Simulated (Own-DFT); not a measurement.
# Misfit strain and the stress it brings: wurtzite AlGaN with randomly placed atoms, 128 atoms (Al48Ga16N64)

Calculated, not measured: single-point runs of Own-DFT, a retired in-house plane-wave DFT program that no person has reviewed, on unrelaxed cells, without spin or spin-orbit coupling.

Common settings: PBE; PseudoDojo norm-conserving scalar-relativistic files (stringent for Ga); cutoff 96 hartree; 3 x 3 x 3 k mesh centred on Gamma; Gaussian smearing of 0.01 eV.

Keep in mind: k mesh not checked against a denser one; stress not checked against mesh or cutoff.

Unstrained cell vectors in Å: (12.525, 0.000, 0.000); (-6.263, 10.847, 0.000); (0.000, 0.000, 10.066). The unstrained cell has measured lattice constants (interpolated for alloys), not those of this functional. That, the random moves and any unrelaxed bonds set the pressure at no strain. Each run strains x and y alike by e, as a substrate would, and holds the height along z. Random moves of width 0.05 Å per axis were added to every atom. The random placing of the alloy's atoms differs from row to row. Stress is positive in tension.

| e (%) | u (Å) | (s_xx + s_yy)/2 (GPa) | s_zz (GPa) |
|---|---|---|---|
| -2.75 | 0.049 | -23.17 | -12.83 |
| -2.75 | 0.049 | -23.70 | -11.76 |
| -2.00 | 0.051 | -19.17 | -10.11 |
| -2.00 | 0.051 | -19.62 | -9.02 |
| -1.25 | 0.050 | -14.48 | -8.13 |
| -1.25 | 0.051 | -15.18 | -7.19 |
| -0.25 | 0.048 | ? | ? |
| 0.75 | 0.049 | -2.55 | -4.20 |
| 0.75 | 0.052 | -2.98 | -4.66 |
| 1.25 | 0.050 | 0.59 | -6.07 |
| 2.00 | 0.050 | 3.66 | -2.46 |

## What the rows give

With e as a fraction, the in-plane stress is -7.3 + 584 e - 436 e² GPa (errors 12 and 816, scatter 0.49), and s_zz is -6.3 + 182 e GPa (slope ± 22, scatter 1.14). At e = 0 the first slope is C11 + C12 and the second 2 C13, both with the ions held to the strained lattice and at the cell's own pressure. A free layer would change its height as e changes, and the in-plane slope would drop by 2 C13²/C33 to the biaxial modulus. At fixed height, a misfit of 1 % moves the in-plane stress by about 5.8 GPa and s_zz by 1.8 GPa.

## Prediction

Asked: what are the two stresses at e = -0.25 %?

The fit gives -8.7 and -6.8 GPa. The run itself gave -7.61 and -6.40 GPa.
